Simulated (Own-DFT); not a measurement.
# How strain changes the stress of 4H SiC, 72 atoms (C36Si36)

Source: density functional calculations with Own-DFT, an unreviewed in-house program that is no longer used. Nothing was measured or relaxed, and spin and spin-orbit coupling are left out.

Settings: PBE; PseudoDojo norm-conserving scalar-relativistic files; cutoff 42 hartree; 4 x 4 x 3 k mesh centred on Gamma; Fermi-Dirac smearing of 0.1 eV.

Caveats: forces on such cells passed a denser k mesh, each cell not checked; stress not checked against mesh or cutoff.

Unstrained cell vectors in Å: (9.248, 0.000, 0.000); (-4.624, 8.009, 0.000); (0.000, 0.000, 10.068). The unstrained cell has measured lattice constants (interpolated for alloys), not those of this functional. That, the random moves and any unrelaxed bonds set the pressure at no strain. In each run the cell takes a homogeneous strain; fractional positions stay. Random moves of width 0.05 Å per axis were added to every atom. Strain is the symmetric tensor, in per cent. Stress is positive in tension, and the pressure is minus a third of its trace.

```
run  e_xx (%)  e_yy (%)  e_zz (%)  e_yz (%)  e_xz (%)  e_xy (%)  s_xx (GPa)  s_yy (GPa)  s_zz (GPa)  s_yz (GPa)  s_xz (GPa)  s_xy (GPa)  P (GPa)  E (meV/atom)
  1      0.05      1.45      1.16     -0.14     -0.50      0.65       -2.86        3.07       -0.34       -0.63       -0.99        3.12     0.04          33.8
  2      1.46      0.53     -0.02     -0.34      1.54     -0.35        3.62       -0.05       -5.17       -1.34        4.79       -0.84     0.53           2.1
  3      1.31     -0.63     -1.13     -0.33      0.42     -0.68        0.51       -8.22      -11.06       -1.06        1.39       -3.30     6.26          18.6
  4      1.13      1.16      1.20      0.05      1.13     -0.18        0.79        3.66        3.37        0.27        3.05       -0.03    -2.61           0.0
  5     -0.05      0.83     -1.54     -0.47      1.89      1.90       -5.67       -0.48      -15.47       -2.00        5.78        8.71     7.21          34.1
  6     -1.17     -1.20      0.89     -1.36      0.16     -0.51      -12.31      -12.35       -3.21       -3.48        1.53       -2.69     9.29          57.4
  7      0.69      1.96      1.55      0.42     -0.79      0.42       -0.20        7.05        4.00        1.11       -3.23        1.88    -3.62          14.1
  8     -0.35     -1.29     -1.37     -1.46     -1.92     -0.44       -8.85      -13.82      -15.09       -4.58       -7.42       -1.83    12.59          33.6
  9     -0.42     -1.72     -0.92     -0.82     -1.42      0.61       -7.43      -18.71      -12.75       -2.48       -4.80        3.12    12.97          41.6
 10     -1.51     -1.47     -0.14      0.56     -0.73     -0.51      -12.95      -16.21      -10.26        2.15       -1.95       -2.17    13.14          43.0
 11     -1.97     -0.23      1.48     -0.26     -0.80      0.27      -17.22       -7.68        1.68       -1.50       -3.88       -0.24     7.74          37.9
 12     -1.34      1.61     -1.38     -0.99     -1.52      1.35      -10.13        2.21      -14.99       -3.25       -5.23        5.48     7.64          30.7
 13      1.23     -0.23     -1.83      0.71     -0.60      1.32        0.09       -6.56      -15.20        2.41       -1.36        6.51     7.22          32.4
 14      0.30     -0.19      0.61      1.47     -0.86     -0.13       -2.33       -6.62       -3.39        4.67       -3.39        0.48     4.11          31.8
 15     -1.74      1.95     -1.80      1.22      1.55     -0.85      -15.02        4.00      -18.46        4.21        5.25       -4.98     9.82          51.3
 16     -1.22     -0.86      1.32     -0.81     -1.06      1.72      -12.16       -9.66       -0.25       -2.76       -3.56        7.12     7.36          40.6
 17      1.10      0.01      1.80     -1.85      0.01      0.64           ?           ?           ?           ?           ?           ?        ?             ?
```

E is the free energy for each atom above the lowest run shown.

## Fit

Least squares on the runs shown: each stress against a constant and the strains, taken as fractions with shears doubled. Shear strains stay in the fit of a normal stress only where such slopes are resolved. The slopes, in GPa:

```
stress,at no strain,per e_xx,per e_yy,per e_zz,scatter
s_xx,-5.2,537 ± 26,52 ± 24,22 ± 23,1.14
s_yy,-5.4,90 ± 21,603 ± 20,53 ± 19,0.96
s_zz,-6.4,112 ± 19,30 ± 18,584 ± 17,0.85
```

The slope of each shear stress on twice its own strain, from a fit on all six strains: yz 159 ± 6, xz 171 ± 10, xy 228 ± 8 GPa. These are stiffnesses along x, y and z of the frame in which the cell vectors are given, with the crystal's c axis along z: C11, C12, C13 and C33. Hexagonal symmetry asks that xx and yy behave alike, which is a second check on the noise. These are clamped-ion slopes: internal relaxation, where symmetry allows it, would soften some. Slopes across the diagonal should nearly agree, so their difference gauges the noise. A ninth of the table's sum, 231 ± 4 GPa, estimates the bulk modulus near the mean pressure of these runs, 6.2 GPa, so it lies above the value at zero pressure.

## The run left out

Asked: what normal stresses and pressure should run 17 give?

From the fit: s_xx = 1.1, s_yy = -3.4, s_zz = 5.4 and P = -1.1 GPa. The run itself gave 1.60, -3.90, 4.71 and P = -0.80 GPa.
